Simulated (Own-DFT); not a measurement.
SiC (4H silicon carbide, atoms displaced), GaN (wurtzite, atoms displaced) (calculated)

All values are calculated (Own-DFT development build). A calculation, not a measurement: plane-wave PBE density functional theory by an unreviewed code, no spin, of a simulated periodic cell, stress positive in tension, free energy of the whole cell less one offset for each atom, forces on such cells passed a denser k mesh, this cell's mesh not checked; offsets are fitted by least squares, one for each functional and potential file, so energies compare only between cells with the same atoms and settings and are not formation energies; the far tail of each file's local potential was reset to the Coulomb form; each entry is a single point on an unrelaxed cell, so the pressure reflects the starting lattice, mostly measured values (interpolated for alloys), from which strain is counted, and rises with the displacements; printed positions are rounded, which can move forces by about a meV/angstrom; the program, named Own-DFT, is a retired in-house code; no spin-orbit coupling; before rounding, a Quantum ESPRESSO 7.3.1 run of the same cell and cutoff gave forces within 1 meV/angstrom rms on each cell, which checks the program and not the settings.

Common to all runs: functional PBE; potential files PseudoDojo norm-conserving, scalar-relativistic, standard set; wave cutoff 42 hartree; occupations Fermi-Dirac; smearing width 0.1 eV.

(1) SiC (4H silicon carbide, atoms displaced)

```
CELL_PARAMETERS angstrom
6.16540 0.00000 0.00000
-3.08270 5.33940 0.00000
0.00000 0.00000 10.06810
ATOMIC_POSITIONS crystal
Si 0.99291 0.99953 0.40612
Si 0.16480 0.33378 0.15686
C 0.00069 0.99356 0.09604
C 0.16456 0.34024 0.34361
Si 0.00256 0.50669 0.41180
Si 0.16683 0.82955 0.15788
C 0.99707 0.50567 0.09167
C 0.16385 0.82713 0.33793
Si 0.51084 0.99861 0.40948
Si 0.66483 0.33358 0.15504
C 0.50447 0.00045 0.09607
C 0.66908 0.33189 0.34643
Si 0.49898 0.50187 0.41318
Si 0.67531 0.84081 0.15884
C 0.49623 0.50004 0.09360
C 0.67280 0.83011 0.34834
Si 0.00091 0.00167 0.90351
Si 0.84786 0.67135 0.65487
C 0.98783 0.98105 0.59973
C 0.82776 0.66288 0.84750
Si 0.99953 0.49665 0.90924
Si 0.83318 0.16640 0.65484
C 0.00804 0.50315 0.59301
C 0.83591 0.16985 0.84133
Si 0.50045 0.99389 0.90198
Si 0.33921 0.66631 0.65930
C 0.50507 0.00352 0.59714
C 0.33536 0.67296 0.84619
Si 0.50255 0.49944 0.91262
Si 0.33167 0.16481 0.65985
C 0.50257 0.50755 0.58827
C 0.32633 0.15951 0.84812
```

- k mesh: 5 x 5 x 3 centred on Gamma
- free energy of cell above offsets: -4.558 eV
- pressure: 4 GPa
- stress xx: -2.46 GPa
- stress yy: -3.66 GPa
- stress zz: -5.89 GPa
- stress yz: 0.15 GPa
- stress xz: 0.32 GPa
- stress xy: -0.48 GPa

Force:
```tsv
element	x (eV/Å)	y (eV/Å)	z (eV/Å)
Si	1.982	0.416	0.216
Si	-0.228	-0.078	-0.101
C	-0.197	1.082	-0.651
C	0.51	-0.565	0.849
Si	-0.072	-0.441	-1.837
Si	0.288	0.521	-0.881
C	0.717	-1.022	0.564
C	0.227	1.113	2.424
Si	-1.554	0.118	-0.767
Si	0.025	0.031	0.703
C	-0.217	-0.087	-0.726
C	-0.412	0.209	0.177
Si	0.352	-0.895	-2.726
Si	-0.443	-0.955	-0.096
C	0.227	0.31	1.078
C	-1.022	-0.098	-0.634
Si	-0.525	-0.838	1.072
Si	-1.479	-2.488	1.438
C	0.569	3.458	-1.629
C	0.722	0.139	-0.781
Si	-0.391	0.667	-0.737
Si	0.511	0.13	0.392
C	0.153	-0.317	0.883
C	-0.016	-0.196	0.4
Si	-0.185	1.258	1.483
Si	-0.169	0.378	-0.189
C	-0.575	-0.407	-0.272
C	0.433	-1.756	-0.254
Si	-0.621	-0.149	-1.269
Si	-0.127	0.426	-0.573
C	0.665	-1.025	2.982
C	0.853	1.063	-0.538
```

(2) SiC (4H silicon carbide, atoms displaced)

```
CELL_PARAMETERS angstrom
6.16540 0.00000 0.00000
-3.08270 5.33940 0.00000
0.00000 0.00000 10.06810
ATOMIC_POSITIONS crystal
Si 0.01267 0.00305 0.40901
Si 0.17198 0.33663 0.15088
C 0.01164 0.99502 0.09164
C 0.16450 0.32955 0.34591
Si 0.99999 0.50656 0.40015
Si 0.16136 0.83298 0.15774
C 0.99842 0.49835 0.09471
C 0.16503 0.82240 0.34687
Si 0.50815 0.00672 0.40469
Si 0.67001 0.33790 0.15326
C 0.50670 0.00614 0.08810
C 0.66801 0.33498 0.34405
Si 0.49867 0.50002 0.40062
Si 0.66540 0.83101 0.15763
C 0.48949 0.49989 0.09591
C 0.67637 0.84579 0.34742
Si 0.01124 0.01197 0.90910
Si 0.82409 0.65200 0.65853
C 0.99574 0.99702 0.58912
C 0.83394 0.66350 0.84154
Si 0.99906 0.50028 0.90346
Si 0.82769 0.15610 0.65777
C 0.00589 0.51118 0.59448
C 0.83151 0.16197 0.83750
Si 0.49310 0.99963 0.90928
Si 0.33893 0.67569 0.65651
C 0.50475 0.00599 0.59326
C 0.33804 0.67307 0.84068
Si 0.50160 0.49828 0.90698
Si 0.33745 0.16740 0.65653
C 0.50292 0.50187 0.59780
C 0.34187 0.17541 0.84282
```

* k mesh: 5 x 5 x 3 centred on Gamma
* free energy of cell above offsets: -4.401 eV
* pressure: 4.05 GPa
* stress xx: -3.59 GPa
* stress yy: -3.31 GPa
* stress zz: -5.25 GPa
* stress yz: 0.28 GPa
* stress xz: -0.2 GPa
* stress xy: 0.05 GPa

Force:
```tsv
element	x (eV/Å)	y (eV/Å)	z (eV/Å)
Si	-0.92	-0.39	-0.501
Si	-1.298	-1.289	1.784
C	-2.211	0.866	0.447
C	0.14	0.629	-1.168
Si	0.754	-1.912	2.301
Si	2.027	-0.286	0.026
C	0.23	0.349	-0.749
C	0.195	2.538	-1.283
Si	-0.388	-0.557	0.603
Si	-0.478	-0.608	0.529
C	-0.391	-0.566	2.016
C	-0.362	0.175	-0.902
Si	0.023	0.654	1.597
Si	0.18	1.041	-0.171
C	2.039	0.62	-0.829
C	0.274	-1.092	-0.955
Si	-0.462	-1.419	-1.684
Si	0.624	1.806	-0.877
C	0.757	-0.224	1.814
C	-0.226	0.843	1.424
Si	0.414	-0.202	-0.355
Si	0.785	1.723	-1.567
C	0.306	-1.52	-0.609
C	-0.008	0.288	2.46
Si	1.194	0.124	-1.75
Si	-0.191	-0.782	-0.587
C	-0.263	-0.291	-0.37
C	-0.197	-0.571	1.285
Si	-0.288	1.3	-0.518
Si	-1.02	0.008	-0.508
C	-0.813	-0.447	-1.392
C	-0.428	-0.806	0.49
```

(3) SiC (4H silicon carbide, atoms displaced)

```
CELL_PARAMETERS angstrom
6.16540 0.00000 0.00000
-3.08270 5.33940 0.00000
0.00000 0.00000 10.06810
ATOMIC_POSITIONS crystal
Si 0.99481 0.99685 0.40436
Si 0.16891 0.32786 0.15376
C 0.99481 0.99056 0.09191
C 0.15747 0.32620 0.34865
Si 0.00753 0.50556 0.41111
Si 0.16235 0.83390 0.15123
C 0.99774 0.49818 0.09613
C 0.17103 0.83676 0.34658
Si 0.50379 0.00251 0.40508
Si 0.65919 0.32977 0.16195
C 0.49673 0.00451 0.09298
C 0.65969 0.33590 0.34845
Si 0.48982 0.50116 0.41021
Si 0.67294 0.82873 0.15470
C 0.50376 0.50052 0.09080
C 0.65923 0.82564 0.34539
Si 0.98858 0.99567 0.90815
Si 0.83471 0.66380 0.66032
C 0.00748 0.99646 0.59151
C 0.84248 0.66562 0.84429
Si 0.00073 0.51118 0.90804
Si 0.83633 0.17322 0.65427
C 0.00694 0.50281 0.59352
C 0.83142 0.16212 0.83904
Si 0.50268 0.00163 0.90982
Si 0.33548 0.67494 0.65305
C 0.49073 0.00273 0.59557
C 0.33304 0.66693 0.84481
Si 0.49995 0.50637 0.90426
Si 0.33286 0.15779 0.65651
C 0.49641 0.50753 0.59124
C 0.32767 0.17281 0.83691
```

* k mesh: 5 x 5 x 3 centred on Gamma
* free energy of cell above offsets: -4.530 eV
* pressure: 3.9 GPa
* stress xx: -3.22 GPa
* stress yy: -3.14 GPa
* stress zz: -5.35 GPa
* stress yz: 0.2 GPa
* stress xz: 0 GPa
* stress xy: 0.92 GPa

Force:
```tsv
element	x (eV/Å)	y (eV/Å)	z (eV/Å)
Si	0.564	-0.541	0.816
Si	-0.8	0.678	0.733
C	-0.075	1.154	0.098
C	0.232	0.537	-1.27
Si	-1.213	-0.293	-1.337
Si	1.195	-0.756	1.629
C	0.025	-0.348	-0.242
C	-0.364	-0.226	-1.108
Si	-0.712	0.105	0.404
Si	0.759	0.511	-0.522
C	0.875	-0.597	0.581
C	0.786	0.279	-0.012
Si	0.783	-0.657	-0.589
Si	-2.018	0.118	0.721
C	-0.369	-0.349	0.373
C	0.267	0.775	-0.715
Si	1.201	0.882	-1.607
Si	-0.505	0.489	-1.511
C	-1.504	-0.049	0.321
C	-2.034	0.453	0.163
Si	1.553	-2.061	0.12
Si	0.577	-1.226	-0.167
C	-0.818	-0.102	0.563
C	-0.53	0.864	1.385
Si	-0.87	0.507	-1.609
Si	0.406	-0.538	1.181
C	2.425	0.033	-1.105
C	-0.299	0.726	-0.097
Si	0.517	-1.057	-0.444
Si	-1.746	1.947	-0.535
C	1.028	-0.669	1.395
C	0.665	-0.592	2.388
```

(4) SiC (4H silicon carbide, atoms displaced)

```
CELL_PARAMETERS angstrom
6.16540 0.00000 0.00000
-3.08270 5.33940 0.00000
0.00000 0.00000 10.06810
ATOMIC_POSITIONS crystal
Si 0.00136 0.99858 0.40349
Si 0.16187 0.32921 0.15582
C 0.99778 0.00296 0.09552
C 0.16203 0.32951 0.34798
Si 0.00521 0.50670 0.40926
Si 0.17122 0.83794 0.14861
C 0.99594 0.50390 0.09127
C 0.15289 0.82522 0.34336
Si 0.49730 0.00144 0.40283
Si 0.66716 0.33788 0.15506
C 0.49827 0.00575 0.09503
C 0.67513 0.33848 0.34378
Si 0.50064 0.49886 0.41214
Si 0.66770 0.83648 0.15497
C 0.49314 0.49547 0.09021
C 0.66690 0.83481 0.34218
Si 0.00434 0.98721 0.90246
Si 0.83271 0.66092 0.65725
C 0.00297 0.00367 0.59585
C 0.83175 0.66646 0.83934
Si 0.99607 0.50345 0.91185
Si 0.82581 0.15786 0.65600
C 0.00390 0.49691 0.59584
C 0.83657 0.16648 0.84343
Si 0.49894 0.00015 0.90572
Si 0.32929 0.65637 0.65430
C 0.50106 0.00124 0.59221
C 0.32358 0.66712 0.84172
Si 0.49831 0.49785 0.90883
Si 0.32814 0.15637 0.65482
C 0.49693 0.49949 0.59114
C 0.34013 0.18427 0.84076
```

* k mesh: 5 x 5 x 3 centred on Gamma
* free energy of cell above offsets: -4.742 eV
* pressure: 3.63 GPa
* stress xx: -2.56 GPa
* stress yy: -3.13 GPa
* stress zz: -5.21 GPa
* stress yz: -0.8 GPa
* stress xz: 0.4 GPa
* stress xy: -0.58 GPa

Force:
```tsv
element	x (eV/Å)	y (eV/Å)	z (eV/Å)
Si	-0.854	-0.037	0.855
Si	-0.148	0.843	0.506
C	0.519	-0.644	-1.229
C	0.573	0.729	-0.842
Si	-0.098	-1.214	-0.167
Si	-0.996	-0.449	1.88
C	0.588	-0.174	0.954
C	1.514	1.192	-0.751
Si	0.155	-0.122	0.127
Si	-0.267	0.109	0.611
C	0.819	-0.165	-0.645
C	-0.858	-0.294	0.108
Si	-0.041	0.199	-2.156
Si	-0.391	-0.651	0.206
C	0.171	0.706	1.053
C	-0.284	-0.393	0.372
Si	-1.397	2.228	0.341
Si	-0.101	0.438	-1.065
C	-0.317	-1.339	-0.767
C	-0.042	-0.743	1.409
Si	0.569	-0.991	-2.315
Si	0.557	0.881	0.291
C	-1.002	-0.274	-0.411
C	-0.23	-0.338	0.647
Si	0.254	0.477	-0.634
Si	-0.162	1.22	0.517
C	-0.248	-0.983	-0.254
C	0.892	0.064	0.833
Si	-0.793	1.344	-1.225
Si	0.164	1.32	0.026
C	0.915	-0.531	1.326
C	0.539	-2.408	0.399
```

(5) GaN (wurtzite, atoms displaced)

```
CELL_PARAMETERS angstrom
12.75600 0.00000 0.00000
-4.78350 8.28530 0.00000
0.00000 0.00000 10.37000
ATOMIC_POSITIONS crystal
Ga 0.08106 0.21842 0.99888
Ga 0.17419 0.11285 0.23897
N 0.09110 0.23067 0.18702
N 0.16543 0.10787 0.44091
Ga 0.08764 0.22320 0.50602
Ga 0.16554 0.11723 0.75122
N 0.08794 0.22425 0.68584
N 0.17541 0.11280 0.94471
Ga 0.08190 0.55044 0.00720
Ga 0.16785 0.44084 0.24505
N 0.08444 0.56093 0.18970
N 0.16392 0.43903 0.44169
Ga 0.07572 0.56623 0.50028
Ga 0.17073 0.44463 0.75129
N 0.08065 0.54971 0.67934
N 0.17206 0.44735 0.94188
Ga 0.07346 0.88239 0.99977
Ga 0.16260 0.77965 0.24217
N 0.07847 0.88799 0.19380
N 0.16186 0.77588 0.44275
Ga 0.08354 0.89148 0.49662
Ga 0.16737 0.77972 0.75206
N 0.08658 0.88819 0.68483
N 0.16511 0.76906 0.93223
Ga 0.32720 0.20452 0.00273
Ga 0.42080 0.11856 0.25100
N 0.33381 0.21311 0.18796
N 0.41643 0.11406 0.43825
Ga 0.33191 0.21242 0.50423
Ga 0.42176 0.11051 0.75552
N 0.33375 0.23223 0.69172
N 0.40958 0.10750 0.94209
Ga 0.33085 0.55291 0.00636
Ga 0.40989 0.43928 0.25158
N 0.34010 0.56499 0.18868
N 0.42222 0.44759 0.43425
Ga 0.32472 0.55699 0.49897
Ga 0.41629 0.44865 0.74900
N 0.32883 0.54218 0.68440
N 0.41541 0.44997 0.94239
Ga 0.32612 0.88528 0.99709
Ga 0.41704 0.79106 0.24149
N 0.33081 0.88286 0.19493
N 0.41302 0.76951 0.43780
Ga 0.33910 0.89933 0.50043
Ga 0.41930 0.78055 0.74893
N 0.32786 0.87809 0.68081
N 0.41142 0.77111 0.93775
Ga 0.58699 0.21560 0.00388
Ga 0.65851 0.10108 0.24778
N 0.58490 0.22138 0.18715
N 0.66020 0.10986 0.44241
Ga 0.58027 0.21961 0.49636
Ga 0.66759 0.11473 0.73942
N 0.58292 0.21985 0.68954
N 0.65933 0.11174 0.94417
Ga 0.58094 0.55711 0.00045
Ga 0.66930 0.45222 0.25245
N 0.57951 0.54995 0.18902
N 0.65962 0.43117 0.43650
Ga 0.57855 0.55429 0.49442
Ga 0.66338 0.45581 0.75201
N 0.57508 0.55850 0.68743
N 0.67162 0.44341 0.94715
Ga 0.58126 0.88939 0.00678
Ga 0.66985 0.78755 0.26217
N 0.57488 0.88331 0.19568
N 0.67427 0.78381 0.43974
Ga 0.58624 0.88576 0.50197
Ga 0.67463 0.77852 0.75323
N 0.58366 0.89351 0.69059
N 0.67322 0.77605 0.93776
Ga 0.83445 0.22513 0.99653
Ga 0.91251 0.11144 0.24888
N 0.84002 0.22643 0.18499
N 0.92213 0.11412 0.43422
Ga 0.83436 0.22152 0.50263
Ga 0.91943 0.11914 0.74892
N 0.82893 0.22000 0.69489
N 0.91215 0.10795 0.94054
Ga 0.82782 0.55694 0.99888
Ga 0.92601 0.45085 0.24542
N 0.82254 0.54785 0.17632
N 0.91916 0.45355 0.43311
Ga 0.83292 0.54947 0.49743
Ga 0.91147 0.43344 0.74866
N 0.83120 0.55207 0.68551
N 0.91142 0.43735 0.94207
Ga 0.83346 0.88524 0.00355
Ga 0.91791 0.78242 0.25581
N 0.83595 0.88547 0.18493
N 0.90920 0.77741 0.43563
Ga 0.83775 0.88725 0.50088
Ga 0.91412 0.77835 0.74439
N 0.83341 0.88874 0.69402
N 0.91724 0.78931 0.93563
```

* k mesh: 3 x 4 x 3 centred on Gamma
* stress xx: —
* stress yy: —

## Withheld values
1. Estimate the stress xx of GaN (wurtzite, atoms displaced) (entry 5).
2. Give the missing stress yy for GaN (wurtzite, atoms displaced) (entry 5).

## Answers
1. -9.43 GPa
2. -6.68 GPa

Further results for GaN (wurtzite, atoms displaced) (entry 5):

- free energy of cell above offsets: 25.217 eV
- pressure: 7.9 GPa
- stress zz: -7.59 GPa
- stress yz: 0.3 GPa
- stress xz: 0.02 GPa
- stress xy: -0.25 GPa

Force:
```tsv
element	x (eV/Å)	y (eV/Å)	z (eV/Å)
Ga	0.327	0.44	0.091
Ga	-1.855	-0.233	1.942
N	-0.454	-1.923	-0.386
N	0.341	0.655	-1.075
Ga	-0.196	0.128	-1.824
Ga	1.583	-1.128	0.333
N	-1.5	-0.247	1.419
N	-3.346	-1.628	-1.243
Ga	-0.176	-0.113	-1.75
Ga	0.193	1.582	1.632
N	1.121	-0.196	-0.232
N	-1.118	0.49	-1.184
Ga	2.345	-1.231	-0.225
Ga	-1.069	0.543	-0.013
N	-0.239	-0.054	2.261
N	-1.448	-1.057	-0.519
Ga	1.644	0.583	-0.025
Ga	0.834	0.171	1.993
N	0.448	0.22	-1.37
N	0.7	1.521	-1.657
Ga	-0.143	-0.527	0.344
Ga	-0.156	-1.065	-1.443
N	-1.178	0.496	0.635
N	-1.284	0.194	1.684
Ga	0.863	3.451	0.219
Ga	0.627	-1.047	-0.056
N	-0.09	1.209	-0.126
N	0.322	-0.349	-0.346
Ga	-1.04	1.705	0.056
Ga	-1.404	-0.253	-0.617
N	1.018	-1.786	-0.107
N	2.23	-0.378	-0.521
Ga	0.8	0.398	-0.567
Ga	0.92	0.707	-0.489
N	-0.885	-0.783	0.523
N	-1.925	-1.278	0.603
Ga	1.33	-0.668	-0.132
Ga	-0.311	-0.398	1.351
N	-0.355	2.106	0.239
N	0.677	-1.292	-0.484
Ga	1.072	-0.192	0.574
Ga	0.387	-3.007	2.558
N	-2.168	1.985	-1.669
N	0.207	1.942	-0.296
Ga	-0.206	-2.018	-0.928
Ga	-0.325	-1.138	-0.052
N	0.501	1.364	1.623
N	0.258	1.041	0.287
Ga	-2.796	1.641	0.118
Ga	0.942	1.963	0.706
N	-0.351	0.038	0.83
N	1.76	-0.346	-0.656
Ga	-0.159	-0.035	1.14
Ga	-0.999	-0.941	2.021
N	-0.627	1.196	-0.354
N	3.018	-1.528	-1.643
Ga	0.342	-0.623	0.547
Ga	-0.58	-1.097	-0.593
N	-0.324	1.127	0.474
N	0.337	2.126	0.416
Ga	1.194	0.178	0.617
Ga	0.742	-1.276	0.192
N	1.789	0.651	-0.497
N	-2.624	-0.749	-2.042
Ga	0.317	-0.59	-1.291
Ga	0.184	-1.544	-2.472
N	2.402	0.735	-1.061
N	-0.447	-0.504	1.123
Ga	-1.302	-0.179	0.028
Ga	-2.172	-0.059	-0.106
N	1.057	-0.723	-0.174
N	-1.528	0.388	0.56
Ga	-0.701	-1.216	0.7
Ga	1.54	0.013	-0.254
N	-1.33	-0.396	0.448
N	-0.774	-0.336	1.195
Ga	-0.157	0.165	-1.021
Ga	0.527	-0.923	0.62
N	1.249	-0.293	-1.566
N	0.736	0.333	-0.659
Ga	1.804	0.797	-0.707
Ga	-2.492	-0.961	0.095
N	2.213	1.486	2.585
N	-0.304	-1.781	-0.114
Ga	-1.534	0.375	0.068
Ga	0.328	2.375	0.8
N	-0.28	0.17	0.339
N	0.397	1.805	-0.934
Ga	-0.786	0.75	-0.389
Ga	-0.518	-1.446	-1.194
N	-1.18	0.756	1.241
N	1.855	-0.952	0.819
Ga	-1.119	1.34	0.701
Ga	1.582	-0.207	0.473
N	0.315	1.188	-1.477
N	0.579	-1.837	-0.683
```
